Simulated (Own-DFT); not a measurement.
# Point defects and the pressure they add: zincblende GaAs

Source: density functional calculations with Own-DFT, an unreviewed in-house program that is no longer used. Nothing was measured or relaxed, and spin and spin-orbit coupling are left out.

Method: PBE; PseudoDojo norm-conserving scalar-relativistic files; cutoff 42 hartree; 3 x 3 x 3 k mesh centred on Gamma; Fermi-Dirac smearing of 0.1 eV.

Known weak points (not all hold for every row): not probed for a lower state with spin; forces not confirmed at this smearing and k mesh; stress not checked against mesh or cutoff.

All runs share one cell, with vectors in Å (10.862, 0.000, 0.000); (0.000, 10.862, 0.000); (0.000, 0.000, 11.796) and a volume of 1391.7 Å³, strained against the parent crystal. The atoms are randomly displaced, by u rms on each axis. The defect's site can differ from row to row.

```
                             cell     formula   u (Å)  P (GPa)
                        no defect    As32Ga32  0.0329     6.73
                        no defect    As32Ga32  0.0453     6.97
                        no defect    As32Ga32  0.0526     7.11
              one In on a Ga site  As32Ga31In  0.0302     7.48
              one In on a Ga site  As32Ga31In  0.0304     7.46
              one In on a Ga site  As32Ga31In  0.0309     7.47
              one P on an As site   As31Ga32P  0.0273     6.34
              one P on an As site   As31Ga32P  0.0281     6.38
              one P on an As site   As31Ga32P  0.0513     6.79
              one Al on a Ga site  AlAs32Ga31  0.0295     6.68
              one Al on a Ga site  AlAs32Ga31  0.0296     6.66
              one Al on a Ga site  AlAs32Ga31  0.0489     7.05
              one Al on a Ga site  AlAs32Ga31  0.0493        ?
one As vacancy and one Ga vacancy    As31Ga31  0.0321     6.03
one As vacancy and one Ga vacancy    As31Ga31  0.0462     6.15
one As vacancy and one Ga vacancy    As31Ga31  0.0489     6.33
```

## Analysis

P = P0 + c u² + a shift for each defect gives P0 = 6.49 GPa, c = 227 ± 15 GPa/Å² and a scatter of 0.04 GPa. The shifts, and each times the cell's volume:

- one In on a Ga site: 0.77 ± 0.03 GPa, 6.7 eV
- one Al on a Ga site: -0.01 ± 0.03 GPa, -0.1 eV (not resolved)
- one P on an As site: -0.30 ± 0.03 GPa, -2.6 eV
- one As vacancy and one Ga vacancy: -0.74 ± 0.03 GPa, -6.5 eV

A positive shift means that the defect pushes the cell outwards. Shift times volume (160.2 GPa Å³ is 1 eV) depends little on the cell's size, so, taken for each site, it can be compared between cells at like pressure. The atoms around the defects weren't relaxed, which would change these numbers.

## The run left out

Asked: what pressure belongs in the blank (one Al on a Ga site, u = 0.0493 Å)?

The fit gives 7.03 ± 0.05 GPa. The run itself gave 6.96 GPa.
